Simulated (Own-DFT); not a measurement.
# A change of arrangement and its cost: Ga32P32, 64 atoms

All numbers below are calculated, not measured. The program, named Own-DFT, is a retired in-house plane-wave density functional code that no person has reviewed. Each row is one single-point run on a periodic cell that was not relaxed, without spin or spin-orbit coupling.

Settings of every run: PBE; PseudoDojo norm-conserving scalar-relativistic files; cutoff 42 hartree; 3 x 3 x 3 k mesh centred on Gamma; Fermi-Dirac smearing of 0.1 eV.

Known limits, some of them of some rows only: not probed for a lower state with spin; forces on such cells failed a check on a denser k mesh; forces on such cells passed a denser k mesh, each cell not checked; stress not checked against mesh or cutoff.

All cells hold the same atoms in the same cell, with vectors in Å (10.901, 0.000, 0.000); (0.000, 10.901, 0.000); (0.000, 0.000, 10.901). Every atom was moved at random from its ideal site; u is the rms move along one axis. The defect's site can differ from row to row. E is the free energy of the cell above the lowest run. The arrangements:

- A: zincblende GaP
- B: zincblende GaP, with one Ga on a P site and one P on a Ga site, 2.4 Å apart

| arrangement | u (Å) | E (eV) | P (GPa) |
|---|---|---|---|
| A | 0.0187 | 0.000 | 2.69 |
| A | 0.0193 | 0.090 | 2.71 |
| A | 0.0193 | 0.042 | 2.70 |
| A | 0.0508 | 2.740 | 3.31 |
| A | 0.0521 | 2.524 | 3.18 |
| A | 0.0542 | 3.354 | 3.49 |
| B | 0.0276 | 3.787 | 3.00 |
| B | 0.0281 | 3.684 | 2.99 |
| B | 0.0338 | 3.955 | 3.03 |
| B | 0.0463 | 5.043 | 3.34 |
| B | 0.0493 | 5.203 | 3.36 |
| B | 0.0551 | 5.989 | 3.51 |

Question: once the cost of the random moves is taken out, how do the arrangements rank?

## Worked answer

Fit E = a + b u², with one b for all and one a for each arrangement, and with residuals divided by u², since the noise grows with the moves. Then b = 1097 eV/Å², the scatter at u = 0.04 Å is 0.18 eV, and against A:

- B: 3.18 ± 0.07 eV (higher)

These are energies of unrelaxed cells. Relaxing the atoms lowers the strained arrangements most, so the gaps would shrink and small ones could change sign.
